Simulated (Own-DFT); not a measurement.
## Calculated data, Hf₃₆O₇₁ (tetragonal hafnia with one neutral oxygen vacancy, atoms displaced)

Computed with Own-DFT development build. A calculation, not a measurement: plane-wave PBE and HSE06 DFT by an unreviewed code, no spin, of a simulated cell at Gamma alone, so results move with cell size and shape, stress positive in tension, energies less offsets, not probed for a lower state with spin; hafnium file: forces about 75 meV/angstrom off all-electron values; oxygen file: force components 24 meV/angstrom off all-electron in a glass; k mesh not checked against a denser one; forces and stress are PBE's, HSE06 gives the energy alone, and its difference from PBE has offsets of its own; offsets are fitted by least squares, one for each functional and potential file, so energies compare only between cells with the same atoms and settings and are not formation energies; the far tail of each file's local potential was reset to the Coulomb form; each entry is a single point on an unrelaxed cell, so the pressure reflects the starting lattice, taken from the Materials Project, from which strain is counted, and rises with the displacements; printed positions are rounded, which can move forces by about a meV/angstrom; the program is a retired in-house code; no spin-orbit coupling.

Settings shared by all entries: first functional PBE; second functional HSE06; exact exchange share 0.25; screening 0.11 1/bohr; exchange divergence Gygi-Baldereschi; potential files PseudoDojo norm-conserving, scalar-relativistic, made for PBE, standard set; wave cutoff 48 hartree; occupations fixed; k mesh 1 x 1 x 1 centred on Gamma.

(1) Hf₃₆O₇₁ (tetragonal hafnia with one neutral oxygen vacancy, atoms displaced)

```
CELL_PARAMETERS angstrom
10.78000 0.00000 0.00000
0.00000 10.78000 0.00000
0.00000 0.00000 10.44930
ATOMIC_POSITIONS crystal
Hf 0.99960 0.99465 0.99586
Hf 0.16742 0.16201 0.24684
O 0.00128 0.16317 0.15274
O 0.16522 0.99413 0.34737
O 0.00104 0.16540 0.40094
O 0.16222 0.00062 0.09765
Hf 0.00109 0.00019 0.50361
Hf 0.16528 0.16617 0.75327
O 0.99875 0.17165 0.65179
O 0.17078 0.99673 0.84612
O 0.00353 0.16925 0.89810
O 0.16345 0.00199 0.59857
Hf 0.99976 0.33435 0.00445
Hf 0.16237 0.49801 0.25181
O 0.99891 0.49520 0.15419
O 0.16534 0.33531 0.34522
O 0.00285 0.50121 0.39821
O 0.16861 0.33193 0.09545
Hf 0.00381 0.33160 0.49679
Hf 0.16242 0.50019 0.74980
O 0.99734 0.50142 0.65602
O 0.16732 0.33096 0.85049
O 0.00453 0.50184 0.90053
O 0.16484 0.33195 0.59944
Hf 0.99720 0.66825 0.00520
Hf 0.16815 0.83146 0.24924
O 0.00036 0.83424 0.14789
O 0.16735 0.66159 0.34596
O 0.99775 0.82915 0.40789
O 0.16276 0.66996 0.09562
Hf 0.99694 0.66124 0.50377
Hf 0.16773 0.83015 0.75157
O 0.99677 0.83938 0.64779
O 0.16962 0.66530 0.84366
O 0.99960 0.83040 0.90216
O 0.16494 0.66509 0.59666
Hf 0.33618 0.99934 0.00147
Hf 0.49954 0.16468 0.25107
O 0.32853 0.16597 0.15329
O 0.49854 0.00438 0.35012
O 0.33645 0.17233 0.39858
O 0.49768 0.00228 0.09654
Hf 0.33494 0.99803 0.50290
Hf 0.49860 0.16502 0.75075
O 0.33463 0.16416 0.64622
O 0.49998 0.99941 0.84842
O 0.33205 0.16472 0.90529
O 0.49878 0.00007 0.59587
Hf 0.33172 0.33222 0.00030
Hf 0.49853 0.50276 0.24786
O 0.33314 0.49732 0.15471
O 0.50273 0.34112 0.34806
O 0.33160 0.50022 0.40098
O 0.49729 0.33341 0.09799
Hf 0.33500 0.33507 0.50029
Hf 0.49855 0.50072 0.75180
O 0.33598 0.50186 0.64830
O 0.49843 0.33347 0.84823
O 0.33231 0.49862 0.90185
O 0.50075 0.33286 0.59571
Hf 0.33122 0.66019 0.00160
Hf 0.49737 0.83333 0.24563
O 0.33428 0.83035 0.15127
O 0.50056 0.66057 0.34707
O 0.33049 0.83186 0.40193
O 0.49851 0.66567 0.10414
Hf 0.33296 0.66679 0.49987
Hf 0.49942 0.83234 0.74778
O 0.33405 0.83744 0.64928
O 0.49998 0.66482 0.84297
O 0.33279 0.83322 0.90378
O 0.49908 0.66343 0.60219
Hf 0.66750 0.00263 0.00435
Hf 0.83077 0.16852 0.25081
O 0.66574 0.16368 0.15289
O 0.83208 0.00232 0.34491
O 0.66767 0.16470 0.40680
O 0.82983 0.99740 0.10021
Hf 0.66393 0.99480 0.50187
Hf 0.83323 0.16578 0.74659
O 0.66579 0.16599 0.65247
O 0.83611 0.00161 0.84610
O 0.66844 0.16745 0.90233
O 0.83298 0.00047 0.60110
Hf 0.66843 0.32928 0.00425
Hf 0.83088 0.49776 0.25372
O 0.66464 0.49673 0.15457
O 0.83133 0.33315 0.34596
O 0.66600 0.50238 0.40614
O 0.83676 0.33306 0.09564
Hf 0.66689 0.33143 0.50079
Hf 0.83634 0.49827 0.74611
O 0.66482 0.49885 0.65231
O 0.83583 0.33423 0.84793
O 0.67256 0.49571 0.90105
O 0.83951 0.33329 0.59509
Hf 0.66647 0.66687 0.00082
Hf 0.83107 0.83096 0.24941
O 0.66617 0.84270 0.15233
O 0.83166 0.66965 0.34156
O 0.66299 0.83626 0.40155
O 0.83039 0.66973 0.10135
Hf 0.66769 0.66886 0.50248
Hf 0.83424 0.83444 0.74872
O 0.83958 0.66609 0.84598
O 0.66847 0.83464 0.90552
O 0.83384 0.66830 0.59678
```

| Item | Value |
| --- | --- |
| PBE energy of cell above offsets | -101.157 eV |
| HSE06 less PBE above offsets | -0.158 eV |
| PBE pressure | 0.73 GPa |
| PBE stress xx | -0.97 GPa |
| PBE stress yy | 0.19 GPa |
| PBE stress zz | -1.41 GPa |
| PBE stress yz | -0.2 GPa |
| PBE stress xz | -0.36 GPa |
| PBE stress xy | 0.02 GPa |

Force:
```tsv
element	x (eV/Å)	y (eV/Å)	z (eV/Å)
Hf	-0.344	1.202	0.572
Hf	-0.668	0.202	0.697
O	-0.698	0.403	-0.088
O	0.205	0.672	0.029
O	-0.001	0.291	0.25
O	0.987	-0.25	-0.191
Hf	-0.352	-0.512	-0.718
Hf	-0.128	0.075	-0.342
O	0.348	-0.491	-0.129
O	-0.417	0.063	0.114
O	0.004	-0.803	0.636
O	0.75	0.03	-0.07
Hf	0.677	-0.28	-1.297
Hf	0.847	-0.139	-0.097
O	-0.49	0.344	-0.383
O	-0.214	-0.778	0.239
O	-0.621	-0.266	0.636
O	-0.52	0.105	0.399
Hf	0.129	-0.62	-0.017
Hf	0.847	-0.725	0.227
O	0.869	0.236	-1.147
O	0.29	0.611	-0.559
O	0.085	-0.134	0.615
O	0.384	0.342	-0.133
Hf	-0.374	-0.404	-0.821
Hf	-0.626	-0.285	0.284
O	-0.321	-0.166	0.554
O	0.053	1.06	-0.038
O	0.03	0.164	-0.481
O	0.726	-0.325	0.02
Hf	0.877	1.091	-0.934
Hf	-0.276	0.528	-0.504
O	0.666	-0.492	1.116
O	0.155	0.166	0.372
O	0.252	0.02	-0.382
O	0.021	0.139	0.174
Hf	-1.234	-0.008	-0.512
Hf	-0.78	1.377	0.443
O	1.204	-0.287	-0.284
O	-0.184	-1.14	-0.381
O	-0.216	-0.878	0.308
O	0.33	-0.039	0.667
Hf	-0.942	0.885	-0.628
Hf	0.085	0.655	-0.12
O	-0.178	-0.005	0.878
O	-0.079	-0.194	-0.283
O	0.166	-0.027	-0.42
O	0.547	-0.603	0.603
Hf	0.286	-0.054	-0.113
Hf	-0.129	-0.857	0.451
O	-0.664	0.519	-0.709
O	0.17	-1.408	-0.128
O	-0.074	0.12	0.369
O	0.471	-0.411	-0.173
Hf	0.055	0.116	-0.215
Hf	0.388	-0.78	-0.635
O	-0.767	-0.161	0.597
O	-0.065	-0.402	-0.188
O	0.048	0.188	0.076
O	-0.1	-0.179	0.249
Hf	-0.12	0.618	-0.161
Hf	0.413	-0.315	1.032
O	-0.281	0.3	0.023
O	-0.092	1.967	0.426
O	0.428	0.097	-0.16
O	0.466	0.304	-1.062
Hf	0.007	-0.934	-0.272
Hf	0.395	0.025	0.305
O	-0.22	-0.183	0.271
O	0.119	0.672	1.093
O	0.103	-0.678	0.021
O	0.462	1.063	-0.647
Hf	0.174	-0.232	-0.598
Hf	0.928	-1.023	0.041
O	-0.018	0.336	-0.082
O	0.039	-0.552	0.278
O	-0.139	0.247	-0.49
O	0.927	0.266	-0.745
Hf	0.834	1.152	-0.113
Hf	0.119	0.581	0.501
O	-0.141	0.194	0.2
O	0.047	-0.434	0.275
O	-0.091	-0.203	0.222
O	-0.598	-0.298	-0.363
Hf	-0.499	0.829	-0.839
Hf	-0.266	0.394	-0.324
O	0.738	0.109	-0.294
O	0.025	0.085	0.226
O	0.807	-0.153	-0.034
O	-0.959	-0.195	0.727
Hf	-0.214	0.516	0.096
Hf	-1.658	-0.356	1.363
O	0.579	0.057	0.104
O	0.06	-0.274	-0.336
O	-0.419	0.853	0.851
O	-0.88	0.209	-0.078
Hf	-0.012	-0.676	-0.596
Hf	0.794	1.468	-0.061
O	-0.777	-0.675	0.152
O	-0.148	-1.009	0.992
O	0.019	-0.893	0.46
O	-0.105	-0.121	-0.447
Hf	-0.833	-0.725	-0.269
Hf	-0.344	0.057	0.112
O	-0.422	0.187	-0.014
O	-0.08	-0.382	-0.436
O	-0.654	0.223	0.196
```

(2) Hf₃₆O₇₁ (tetragonal hafnia with one neutral oxygen vacancy, atoms displaced)

```
CELL_PARAMETERS angstrom
10.78000 0.00000 0.00000
0.00000 10.78000 0.00000
0.00000 0.00000 10.44930
ATOMIC_POSITIONS crystal
Hf 0.99666 0.00471 0.01457
Hf 0.16533 0.15100 0.25445
O 0.99862 0.16508 0.15048
O 0.17387 0.99994 0.35293
O 0.00725 0.17029 0.40313
O 0.17006 0.00323 0.10110
Hf 0.00104 0.99129 0.49985
Hf 0.17109 0.17248 0.75129
O 0.00196 0.17072 0.65802
O 0.17324 0.99575 0.85501
O 0.00286 0.16807 0.90201
O 0.16579 0.01384 0.59743
Hf 0.99419 0.33235 0.00080
Hf 0.16852 0.49822 0.25209
O 0.00518 0.48892 0.15327
O 0.16465 0.33709 0.35183
O 0.00011 0.49857 0.40364
O 0.17156 0.34277 0.09144
Hf 0.00158 0.34213 0.49825
Hf 0.16443 0.49692 0.74879
O 0.99790 0.49744 0.65577
O 0.16070 0.32907 0.84696
O 0.00034 0.50189 0.89996
O 0.17378 0.33912 0.60706
Hf 0.99849 0.66763 0.99410
Hf 0.17310 0.84081 0.25826
O 0.00124 0.82659 0.15502
O 0.16840 0.66163 0.34334
O 0.99346 0.83321 0.39996
O 0.17386 0.66349 0.10009
Hf 0.99408 0.67048 0.49547
Hf 0.15916 0.83345 0.74333
O 0.00420 0.82587 0.65175
O 0.16314 0.66812 0.84920
O 0.01401 0.83461 0.89948
O 0.16923 0.66418 0.59667
Hf 0.32947 0.99275 0.00451
Hf 0.49810 0.16592 0.24137
O 0.33683 0.17383 0.15617
O 0.50090 0.00347 0.35197
O 0.32992 0.17044 0.40696
O 0.49694 0.99904 0.10277
Hf 0.33849 0.00260 0.50263
Hf 0.49503 0.16653 0.75288
O 0.33159 0.16228 0.65490
O 0.50334 0.99893 0.85273
O 0.33956 0.17153 0.90377
O 0.49494 0.99816 0.60425
Hf 0.33249 0.32327 0.00284
Hf 0.50188 0.49789 0.23742
O 0.32840 0.50189 0.15049
O 0.49593 0.32841 0.35775
O 0.33060 0.49008 0.40651
O 0.49369 0.33328 0.10119
Hf 0.33945 0.33966 0.49739
Hf 0.50409 0.49645 0.75710
O 0.33196 0.49299 0.65183
O 0.50060 0.33000 0.85108
O 0.33693 0.50061 0.90333
O 0.50510 0.33985 0.59229
Hf 0.34034 0.66281 0.99394
Hf 0.49907 0.83328 0.25080
O 0.32912 0.83085 0.15141
O 0.50046 0.67322 0.34997
O 0.33576 0.83054 0.39906
O 0.50231 0.66950 0.09786
Hf 0.33628 0.66861 0.49718
Hf 0.49821 0.83799 0.75323
O 0.32822 0.83599 0.65211
O 0.49509 0.66385 0.84565
O 0.33176 0.82989 0.90446
O 0.50129 0.66559 0.60148
Hf 0.66897 0.98758 0.00712
Hf 0.84185 0.17300 0.25295
O 0.67119 0.16423 0.15000
O 0.83734 0.99558 0.35581
O 0.66248 0.16353 0.40317
O 0.82947 0.99477 0.09728
Hf 0.67058 0.99468 0.49943
Hf 0.81578 0.17413 0.75061
O 0.66307 0.16928 0.64011
O 0.82886 0.00342 0.84632
O 0.66006 0.15715 0.90350
O 0.83482 0.00228 0.59519
Hf 0.66472 0.33045 0.00530
Hf 0.84194 0.49209 0.24505
O 0.67222 0.50494 0.15279
O 0.82643 0.33267 0.35118
O 0.67097 0.49052 0.40524
O 0.82675 0.32890 0.09355
Hf 0.66862 0.33553 0.50407
Hf 0.83699 0.49687 0.75618
O 0.83205 0.33854 0.83960
O 0.67565 0.49230 0.90218
O 0.83102 0.34304 0.59929
Hf 0.66731 0.67125 0.00639
Hf 0.83472 0.83186 0.25073
O 0.66097 0.83489 0.15581
O 0.82418 0.66008 0.35381
O 0.66946 0.83204 0.39907
O 0.83120 0.66751 0.09727
Hf 0.65862 0.66164 0.49288
Hf 0.82860 0.83377 0.74774
O 0.66122 0.83391 0.65999
O 0.83349 0.67823 0.84647
O 0.66357 0.83221 0.90351
O 0.83629 0.66759 0.59044
```

| Item | Value |
| --- | --- |
| PBE energy of cell above offsets | -96.173 eV |
| HSE06 less PBE above offsets | 0.151 eV |
| PBE pressure | 2.16 GPa |
| PBE stress xx | -2.44 GPa |
| PBE stress yy | -1.73 GPa |
| PBE stress zz | -2.3 GPa |
| PBE stress yz | 0.08 GPa |
| PBE stress xz | 0.19 GPa |
| PBE stress xy | -0.05 GPa |

Force:
```tsv
element	x (eV/Å)	y (eV/Å)	z (eV/Å)
Hf	0.941	-0.644	-3.615
Hf	1.012	4.089	0.494
O	0.518	-0.116	0.063
O	-0.619	-0.885	0.535
O	-0.504	-1.014	-0.642
O	-1.131	0.294	1.624
Hf	-0.406	2.738	1.536
Hf	-1.971	-1.548	-0.547
O	-1.319	0.26	0.03
O	0.292	1.075	-0.476
O	-0.613	-0.558	1.698
O	-0.235	-1.387	-0.571
Hf	2.587	0.227	-1.259
Hf	0.775	-0.15	-0.706
O	-1.503	0.146	-0.346
O	-0.393	-1.301	-0.658
O	-0.617	1.253	-0.812
O	-1.655	-0.997	0.311
Hf	1.452	-1.878	2.204
Hf	1.003	0.216	-0.109
O	0.372	0.137	-0.586
O	0.288	1.442	0.912
O	-0.733	-0.582	0.657
O	-1.295	-0.39	-1.142
Hf	2.453	1.107	0.215
Hf	-0.176	-3.749	-1.691
O	0.149	0.913	0.188
O	-0.079	1.749	0.786
O	0.672	-0.365	-0.426
O	-1.478	0.09	-0.995
Hf	1.089	-1.293	0.894
Hf	1.938	-0.11	2.459
O	-2.113	0.705	-1.51
O	0.115	-0.521	-0.679
O	-1.356	0.672	1.095
O	-0.447	0.105	-0.702
Hf	0.684	-0.3	-2.134
Hf	1.802	0.135	2.696
O	-1.971	-0.561	-0.514
O	-0.551	-0.881	-0.425
O	-0.393	-1.286	-0.583
O	0.185	-0.01	-0.135
Hf	-0.383	0.581	0.511
Hf	0.402	-0.634	-0.228
O	1.427	0.221	-0.029
O	-0.592	0.066	-0.121
O	-0.178	-2.054	-0.229
O	1.303	-0.157	-0.176
Hf	-0.907	2.409	-0.5
Hf	-1.212	-0.674	1.964
O	2.372	0.07	0.666
O	0.42	0.8	-2.478
O	0.372	3.864	-1.707
O	2.029	0.58	0.466
Hf	-0.586	-1.661	1.575
Hf	-0.708	0.07	-1.517
O	1.143	0.667	0.785
O	0.452	0.375	-0.055
O	-0.059	-1.342	-0.142
O	-0.421	0.274	1.869
Hf	-2.293	-0.076	0.503
Hf	-0.918	1.205	0.488
O	0.76	0.862	0.365
O	0.143	-2.029	-0.295
O	-0.466	0.888	0.045
O	0.067	-0.423	0.542
Hf	-0.727	-1.313	1.234
Hf	-1.31	-0.445	-0.145
O	0.745	-0.126	-0.366
O	0.738	0.428	0.465
O	0.881	0.553	0.089
O	-0.365	-0.318	-0.642
Hf	-1.581	1.959	-1.245
Hf	-2.493	-1.286	1.447
O	-0.152	0.362	0.395
O	0.139	0.925	-1.479
O	0.887	-0.236	-0.219
O	1.141	-0.331	1.216
Hf	-0.896	1.515	-0.293
Hf	2.27	-1.458	-0.779
O	-0.231	-0.357	1.592
O	0.076	-0.69	0.175
O	0.747	1.619	0.009
O	0.177	-0.602	0.438
Hf	-1.463	-0.951	-1.483
Hf	-0.805	1.435	1.468
O	-0.676	-0.609	-0.187
O	1.189	-0.229	-0.908
O	-0.882	2.072	-0.353
O	1.378	0.257	1.079
Hf	-0.64	-1.688	-0.528
Hf	-1.036	1.96	-1.853
O	0.15	-2.047	2.048
O	-0.655	1.454	0.6
O	0.385	0.028	0.106
Hf	0.18	-1.145	-1.39
Hf	-0.285	-0.592	0.757
O	1.324	-0.221	-0.716
O	0.99	0.3	-1.829
O	-0.156	0.152	0.322
O	0.664	0.045	0.311
Hf	1.184	-0.498	0.745
Hf	0.538	0.983	-0.1
O	0.897	0.286	-0.963
O	0.137	-1.544	0.528
O	0.045	-0.571	0.232
O	-1.451	0.22	0.794
```
